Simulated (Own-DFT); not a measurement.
# One host, several defects: L1_0 TiAl

The numbers are computed, not measured, by runs of the plane-wave DFT program Own-DFT (in-house, retired, unreviewed) at fixed positions, with no spin and no spin-orbit coupling.

All runs used: PBEsol; PseudoDojo norm-conserving scalar-relativistic files, made for PBE; cutoff 42 hartree; 4 x 4 x 4 k mesh centred on Gamma; cold (Marzari-Vanderbilt) smearing of 0.2 eV.

Known weak points: forces on such cells failed a check on a denser k mesh; stress not checked against mesh or cutoff.

All runs share one cell, with vectors in Å (5.622, 5.622, 0.000); (-5.622, 5.622, 0.000); (0.000, 0.000, 8.133) and a volume of 514.0 Å³. The atoms are randomly displaced, by u rms on each axis. The defect's site can differ from row to row.

| cell | formula | u (Å) | P (GPa) |
|---|---|---|---|
| no defect | Al16Ti16 | 0.0208 | -1.66 |
| no defect | Al16Ti16 | 0.0545 | -1.08 |
| no defect | Al16Ti16 | 0.0547 | -1.18 |
| one Ti vacancy | Al16Ti15 | 0.0262 | -2.31 |
| one Ti vacancy | Al16Ti15 | 0.0270 | -2.26 |
| one Ti vacancy | Al16Ti15 | 0.0310 | -2.15 |
| two Al vacancies | Al14Ti16 | 0.0286 | -3.25 |
| two Al vacancies | Al14Ti16 | 0.0312 | ? |
| two Al vacancies | Al14Ti16 | 0.0428 | -3.25 |
| two Al vacancies | Al14Ti16 | 0.0503 | -2.92 |

## Working it out

P = P0 + c u² + a shift for each defect gives P0 = -1.74 GPa, c = 203 ± 35 GPa/Å² and a scatter of 0.08 GPa. The shifts, and each times the cell's volume:

- one Ti vacancy: -0.66 ± 0.08 GPa, -2.1 eV
- two Al vacancies: -1.75 ± 0.07 GPa, -5.6 eV (-2.8 eV for each of its 2 sites)

A positive shift means that the defect pushes the cell outwards. Shift times volume (160.2 GPa Å³ is 1 eV) depends little on the cell's size, so, taken for each site, it can be compared between cells at like pressure. The atoms around the defects weren't relaxed, which would change these numbers.

## Check

The question: what pressure belongs in the blank (two Al vacancies, u = 0.0312 Å)?

The fitted form gives -3.29 ± 0.10 GPa. The hidden result is -3.28 GPa.
